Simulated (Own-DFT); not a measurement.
# Energy and forces against displacement in monoclinic HfO2, 96 atoms (Hf32O64)

All numbers below are calculated, not measured. They come from Own-DFT, an in-house plane-wave density functional program, since retired, whose code no person has reviewed. Each row is one single-point run on a periodic cell that was not relaxed, without spin or spin-orbit coupling.

Settings of every run: PBE; PseudoDojo norm-conserving scalar-relativistic files; cutoff 72 hartree; 2 x 2 x 2 k mesh centred on Gamma; Fermi-Dirac smearing of 0.1 eV.

Known limits, some of them of some rows only: some atoms lie very close together; hafnium file: forces about 75 meV/angstrom off all-electron values; oxygen file: force components 24 meV/angstrom off all-electron in a glass; forces on such cells passed a denser k mesh, each cell not checked; stress not checked against mesh or cutoff.

Cell vectors in Å: (10.234, 0.000, 0.000); (0.000, 10.350, 0.000); (-1.696, 0.000, 10.445). In each run every atom was moved at random and independently from its ideal site; u is the rms move along one axis. E is the free energy for each atom above the fitted value at u = 0, and F the rms of the force components.

| run | u (Å) | E (meV/atom) | F (eV/Å) | largest force (eV/Å) | P (GPa) |
|---|---|---|---|---|---|
| 1 | 0.0191 | 9.0 | 0.453 | 1.41 | 3.94 |
| 2 | 0.0199 | 10.1 | 0.482 | 2.31 | 3.90 |
| 3 | 0.0207 | ? | ? | ? | ? |
| 4 | 0.0466 | 49.0 | 0.914 | 3.75 | 4.98 |
| 5 | 0.0494 | 65.6 | 1.153 | 5.16 | 6.06 |
| 6 | 0.0507 | 65.4 | 1.096 | 3.76 | 5.69 |
| 7 | 0.0789 | 158.2 | 1.814 | 7.31 | 10.10 |
| 8 | 0.0874 | 188.3 | 2.054 | 12.87 | 9.28 |
| 9 | 0.1239 | 446.8 | 3.630 | 13.47 | 20.12 |
| 10 | 0.1584 | 613.1 | 3.939 | 23.22 | 21.55 |

## Worked fit

For small independent moves the energy grows as E = (3/2) K u², with K the mean stiffness felt by one atom. The runs with u up to 0.11 Å give K = 16.7 ± 0.5 eV/Å², with residuals divided by u² + 0.0006 Å², since the noise grows with the moves. The scatter is 3.5 meV/atom at u = 0.05 Å. The forces follow F = G u with G = 22.8 eV/Å²; no force at u = 0 is resolved. G exceeds K because the moves of its neighbours add to the force on an atom, and stiffness differs between atoms. At u = 0.158 Å the parabola gives 628 meV/atom and the run 613. The pressure follows P = 3.61 + 857 u² GPa: at fixed volume, shortened bonds push harder than stretched ones pull.

## Withheld run

Question: what energy and rms force should run 3 give?

The fit gives 11 ± 1 meV/atom and about 0.47 eV/Å. The calculation gave 10.2 meV/atom and 0.459 eV/Å.
